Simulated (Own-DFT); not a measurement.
Simulation results for Si$_{47}$N$_{64}$ (beta silicon nitride with one vacancy, atoms displaced)

Computed with Own-DFT development build. A calculation, not a measurement: plane-wave PBE density functional theory by an unreviewed code, no spin, of a simulated periodic cell, stress positive in tension, free energy of the whole cell less one offset for each atom, defect cell not probed for a lower state with spin; forces on such cells moved up to 12 meV/angstrom on a denser k mesh; offsets are fitted by least squares, one for each functional and potential file, so energies compare only between cells with the same atoms and settings and are not formation energies; the far tail of each file's local potential was reset to the Coulomb form; each entry is a single point on an unrelaxed cell, so the pressure reflects the starting lattice, mostly measured values (interpolated for alloys), from which strain is counted, and rises with the displacements; printed positions are rounded, which can move forces by about a meV/angstrom; the program, named Own-DFT, is a retired in-house code; no spin-orbit coupling; before rounding, a Quantum ESPRESSO 7.3.1 run of the same cell and cutoff gave forces within 1 meV/angstrom rms on each cell, which checks the program and not the settings.

## Si$_{47}$N$_{64}$ (beta silicon nitride with one vacancy, atoms displaced)

```
CELL_PARAMETERS angstrom
15.21200 0.00000 0.00000
-7.60600 13.17400 0.00000
0.00000 0.00000 5.81800
ATOMIC_POSITIONS crystal
Si 0.08493 0.38441 0.12781
Si 0.11607 0.20059 0.13061
Si 0.29743 0.41433 0.11721
Si 0.41381 0.11590 0.37405
Si 0.38295 0.29770 0.37262
Si 0.20145 0.08952 0.37515
N 0.16797 0.01758 0.13049
N 0.48579 0.15275 0.12162
N 0.35078 0.33537 0.11631
N 0.32919 0.48152 0.38104
N 0.01182 0.35121 0.37563
N 0.15053 0.17031 0.37845
N 0.16339 0.33261 0.12934
N 0.33609 0.16592 0.36323
Si 0.08583 0.38294 0.62999
Si 0.11747 0.20542 0.62925
Si 0.30095 0.41737 0.62649
Si 0.41261 0.11479 0.88051
Si 0.38498 0.29873 0.87853
Si 0.20033 0.08222 0.88322
N 0.16481 0.01359 0.62197
N 0.48200 0.15066 0.62167
N 0.35110 0.33473 0.61985
N 0.33301 0.48562 0.87693
N 0.01621 0.34882 0.87472
N 0.15041 0.16519 0.87695
N 0.16851 0.33464 0.61925
N 0.33599 0.16436 0.87760
Si 0.08703 0.88283 0.12834
Si 0.11514 0.70074 0.12329
Si 0.41467 0.61385 0.36693
Si 0.38720 0.79685 0.36535
Si 0.20513 0.58874 0.37300
N 0.16477 0.51495 0.12465
N 0.48713 0.65252 0.13035
N 0.34931 0.83341 0.12929
N 0.33449 0.98543 0.37626
N 0.01213 0.84996 0.37463
N 0.14949 0.66750 0.36788
N 0.16838 0.83634 0.12090
N 0.33485 0.66876 0.36243
Si 0.08793 0.88644 0.62855
Si 0.11455 0.70017 0.62527
Si 0.29437 0.91372 0.62374
Si 0.41368 0.61310 0.86674
Si 0.38783 0.80211 0.87917
Si 0.19922 0.58271 0.86251
N 0.16739 0.51851 0.62332
N 0.47947 0.64726 0.62520
N 0.35236 0.83275 0.62069
N 0.33599 0.98371 0.87289
N 0.01773 0.84816 0.87298
N 0.15117 0.66643 0.87884
N 0.16503 0.83108 0.62501
N 0.33068 0.66117 0.87169
Si 0.58404 0.38469 0.12454
Si 0.61617 0.20261 0.12566
Si 0.79598 0.41498 0.13041
Si 0.91540 0.11710 0.37162
Si 0.88509 0.29676 0.38029
Si 0.70305 0.08785 0.37690
N 0.66620 0.02072 0.11873
N 0.98449 0.15210 0.13183
N 0.85227 0.33472 0.11987
N 0.83280 0.48391 0.37712
N 0.51881 0.35165 0.37016
N 0.65436 0.17033 0.37614
N 0.66264 0.32987 0.12087
N 0.83435 0.16821 0.37133
Si 0.58749 0.38836 0.62032
Si 0.61580 0.20283 0.63188
Si 0.79842 0.41447 0.61996
Si 0.91192 0.11120 0.88216
Si 0.88443 0.29653 0.87116
Si 0.70331 0.08524 0.87461
N 0.66722 0.01870 0.62425
N 0.98270 0.14864 0.61446
N 0.85265 0.33715 0.62011
N 0.83380 0.48195 0.87939
N 0.51670 0.35251 0.86818
N 0.65112 0.16292 0.86815
N 0.66778 0.33228 0.62717
N 0.83364 0.16350 0.87370
Si 0.58750 0.88469 0.12686
Si 0.61186 0.70245 0.12350
Si 0.80172 0.91497 0.13279
Si 0.91057 0.60909 0.37284
Si 0.88609 0.79771 0.38094
Si 0.70230 0.58881 0.37882
N 0.66779 0.51809 0.12195
N 0.98912 0.65084 0.12931
N 0.85053 0.83697 0.12032
N 0.82947 0.98142 0.37343
N 0.51674 0.85090 0.37709
N 0.64930 0.66690 0.37888
N 0.66505 0.83183 0.11009
N 0.83117 0.66724 0.38376
Si 0.58227 0.88514 0.62795
Si 0.61486 0.70034 0.62310
Si 0.79798 0.91895 0.63551
Si 0.91439 0.61491 0.87805
Si 0.88530 0.80036 0.87530
Si 0.70228 0.58885 0.86547
N 0.66863 0.51955 0.63180
N 0.98401 0.65217 0.62754
N 0.85159 0.83329 0.62564
N 0.83293 0.98357 0.86865
N 0.51914 0.84986 0.86839
N 0.65226 0.66533 0.87578
N 0.66866 0.83414 0.62616
N 0.83646 0.66675 0.87932
```

| Property | Result |
| --- | --- |
| functional | PBE |
| potential files | PseudoDojo norm-conserving, scalar-relativistic, standard set |
| wave cutoff | 42 hartree |
| occupations | Fermi-Dirac |
| smearing width | 0.1 eV |
| k mesh | 2 x 2 x 4 centred on Gamma |
| stress xx | ? |

## Withheld values
1. What stress xx does the calculation give for Si$_{47}$N$_{64}$ (beta silicon nitride with one vacancy, atoms displaced)?

Calculated values
1. -4.74 GPa

Further results for Si$_{47}$N$_{64}$ (beta silicon nitride with one vacancy, atoms displaced):

| Property | Result |
| --- | --- |
| free energy of cell above offsets | -4.416 eV |
| pressure | 6.1 GPa |
| stress yy | -4.58 GPa |
| stress zz | -8.96 GPa |
| stress yz | 0.02 GPa |
| stress xz | 0.94 GPa |
| stress xy | -0.94 GPa |

Force:
| element | x (eV/Å) | y (eV/Å) | z (eV/Å) |
| --- | --- | --- | --- |
| Si | 0.441 | 0.04 | 0.222 |
| Si | -1.215 | 1.67 | -1.198 |
| Si | -1.357 | -1.736 | 1.985 |
| Si | 0.068 | -1.497 | -0.82 |
| Si | 1.549 | -0.907 | -0.412 |
| Si | 1.624 | -0.009 | 0.332 |
| N | -1.198 | -1.442 | 0.41 |
| N | 0.721 | -0.029 | 0.763 |
| N | -0.954 | 0.87 | 1.602 |
| N | 0.9 | 2.028 | -2.444 |
| N | 2.069 | 0.798 | 0.675 |
| N | 1.753 | -1.318 | 0.469 |
| N | 1.313 | -0.003 | -0.427 |
| N | -2.549 | 1.31 | 0.541 |
| Si | 0.593 | 0.569 | -1.518 |
| Si | -1.054 | -0.15 | 0.099 |
| Si | -0.578 | -2.684 | 0.223 |
| Si | 0.581 | -1.608 | -0.873 |
| Si | 1.345 | -1.925 | -2.146 |
| Si | 1.303 | 1.628 | -1.517 |
| N | -0.391 | 1.576 | 0.551 |
| N | 1.935 | 0.967 | 1.07 |
| N | -0.657 | 0.704 | 1.026 |
| N | 0.692 | -0.234 | -0.423 |
| N | -0.661 | -0.094 | 0.199 |
| N | 0.13 | -0.392 | 0.154 |
| N | -0.233 | 0.572 | 0.681 |
| N | -3.001 | 1.368 | -0.131 |
| Si | 0.665 | 0.847 | -0.06 |
| Si | 0.981 | 3.19 | -0.157 |
| Si | -2.434 | -0.112 | 1.338 |
| Si | -1.828 | 1.229 | 0.82 |
| Si | -0.677 | 0.745 | -0.914 |
| N | -0.166 | -0.208 | -0.336 |
| N | -1.333 | -1.449 | -2.054 |
| N | 0.706 | -0.351 | -1.149 |
| N | -0.029 | 0.268 | 0.903 |
| N | 1.799 | 1.033 | 0.375 |
| N | 1.423 | -1.383 | 1.858 |
| N | -0.059 | -1.563 | 0.101 |
| N | 1.161 | -1.768 | 0.412 |
| Si | 0.397 | -1.596 | -1.194 |
| Si | -0.025 | 0.71 | -0.149 |
| Si | 2.159 | -0.917 | -0.164 |
| Si | -2.214 | 1.403 | 2.222 |
| Si | -1.216 | -1.307 | -0.036 |
| Si | 0.401 | 2.643 | 3.476 |
| N | -0.396 | -2.768 | -1.892 |
| N | 2.705 | 0.785 | -1.344 |
| N | -0.793 | 0.578 | 0.245 |
| N | -0.164 | 0.462 | -0.862 |
| N | -1.289 | 0.25 | 0.907 |
| N | 0.369 | -1.027 | -1.468 |
| N | -0.753 | 0.137 | -0.102 |
| N | 0.484 | 1.524 | -0.113 |
| Si | 2.234 | 0.766 | -1.49 |
| Si | 0.27 | -0.552 | -0.51 |
| Si | 0.313 | -3.005 | -1.505 |
| Si | -2.574 | -1.02 | 0.675 |
| Si | -1.331 | -0.348 | -1.895 |
| Si | 0.028 | 1.188 | -0.742 |
| N | 0.001 | -2.882 | 2.015 |
| N | 1.269 | -0.411 | -1.843 |
| N | -1.057 | 0.765 | 1.037 |
| N | 0.023 | -0.162 | -0.411 |
| N | -2.364 | -0.422 | 1.009 |
| N | -0.046 | -0.698 | 0.212 |
| N | 0.424 | 2.143 | 0.255 |
| N | 0.428 | -1.037 | 0.236 |
| Si | 1.833 | -0.901 | 0.546 |
| Si | -0.632 | -0.201 | -1.419 |
| Si | -0.226 | -1.798 | 2.208 |
| Si | -0.388 | 2.028 | -1.593 |
| Si | -0.175 | -0.642 | 0.328 |
| Si | -0.038 | 1.701 | -0.891 |
| N | -0.169 | -2.047 | -0.278 |
| N | 1.61 | 0.394 | 2.803 |
| N | -0.329 | 0.218 | 0.93 |
| N | 0.18 | 1.449 | -0.783 |
| N | -0.911 | -0.018 | 0.518 |
| N | -0.651 | 0.494 | 1.465 |
| N | -1.093 | 1.56 | -0.208 |
| N | 0.176 | 0.912 | -0.024 |
| Si | 0.514 | 0.9 | -0.576 |
| Si | 2.891 | 1.061 | 0.038 |
| Si | -2.126 | -2.012 | -1.947 |
| Si | -0.584 | 3.747 | 0.711 |
| Si | -1.217 | -0.745 | -1.127 |
| Si | 0.239 | 0.158 | -1.255 |
| N | -0.419 | -0.824 | 0.533 |
| N | -2.454 | -1.749 | -0.167 |
| N | 1.002 | -0.353 | 1.256 |
| N | 0.569 | 2.617 | 1.17 |
| N | 0.401 | 0.121 | -0.705 |
| N | 0.179 | -0.712 | -1.295 |
| N | 0.817 | 1.151 | 0.799 |
| N | 1.55 | -0.624 | -0.523 |
| Si | 3.595 | 1.081 | -1.648 |
| Si | -0.859 | 1.885 | 1.163 |
| Si | 0.482 | -4.289 | -3.615 |
| Si | -0.522 | 0.047 | 0.168 |
| Si | 1.371 | -1.593 | -0.058 |
| Si | 2.161 | 0.974 | 3.326 |
| N | -0.395 | -2.077 | -2.492 |
| N | 0.365 | -0.942 | -0.761 |
| N | -1.912 | 1.746 | 0.299 |
| N | 0.605 | 1.56 | 3.896 |
| N | -1.716 | -0.613 | 2.591 |
| N | -1.881 | 0.529 | -0.118 |
| N | -1.361 | -0.402 | -0.124 |
| N | -1.147 | 0.458 | 0.058 |
